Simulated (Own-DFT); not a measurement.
# Strain and stress in wurtzite GaN, 96 atoms (Ga48N48)

Calculated results; nothing here was measured. The program, named Own-DFT, is a retired in-house plane-wave density functional code that no person has reviewed. Each row is one single-point run on a periodic cell that was not relaxed, without spin or spin-orbit coupling.

Settings of every run: PBE; PseudoDojo norm-conserving scalar-relativistic files (stringent for Ga); cutoff 96 hartree; 3 x 4 x 3 k mesh centred on Gamma; Gaussian smearing of 0.01 eV.

Known limits: forces on such cells passed a denser k mesh, each cell not checked; stress not checked against mesh or cutoff.

Unstrained cell vectors in Å: (12.756, 0.000, 0.000); (-4.784, 8.285, 0.000); (0.000, 0.000, 10.370). The unstrained cell has measured lattice constants (interpolated for alloys), not those of this functional. That, the random moves and any unrelaxed bonds set the pressure at no strain. Each run strains this cell uniformly, with the atoms carried along. Every atom was also moved at random, by a Gaussian of width 0.05 Å on each axis. Strain is the symmetric tensor, in per cent. Stress is positive in tension, and the pressure is minus a third of its trace.

| run | e_xx (%) | e_yy (%) | e_zz (%) | s_xx (GPa) | s_yy (GPa) | s_zz (GPa) | P (GPa) | E (meV/atom) |
|---|---|---|---|---|---|---|---|---|
| 1 | 0.00 | 0.00 | -2.00 | -7.44 | -9.23 | -18.76 | 11.81 | 39.1 |
| 2 | 0.00 | 0.00 | -0.75 | -7.63 | -7.88 | -10.28 | 8.59 | 15.5 |
| 3 | 0.00 | 0.00 | 2.50 | -5.06 | -5.31 | 2.72 | 2.55 | 8.8 |
| 4 | 0.00 | 0.00 | -1.50 | -8.39 | -7.99 | -15.76 | 10.72 | 38.9 |
| 5 | 0.00 | 0.00 | 2.00 | -6.22 | -4.95 | 0.56 | 3.54 | 13.4 |
| 6 | 0.00 | 0.00 | -1.00 | -7.30 | -6.51 | -12.74 | 8.85 | 17.8 |
| 7 | 0.00 | 0.00 | 0.25 | -5.90 | -6.33 | -5.93 | 6.05 | 0.0 |
| 8 | 0.00 | 0.00 | 2.25 | -6.35 | -6.62 | 2.52 | 3.48 | 20.7 |
| 9 | 0.00 | 0.00 | 1.00 | ? | ? | ? | ? | ? |

E is the free energy for each atom above the lowest run shown.

## Worked fit

The change of volume is close to e_xx + e_yy + e_zz. A straight line through the runs shown gives P = 7.38 - 195 x (fractional change of volume) GPa, with an error of 11 on the slope and a scatter of 0.53 GPa. The strain isn't the same on all axes and the cell isn't cubic, so the slope belongs to this path and is not the bulk modulus.

## Withheld run

Question: what pressure should run 9 give? Its volume changes by 1.00 %.

The line gives 5.4 GPa. The calculation gave 4.91 GPa.
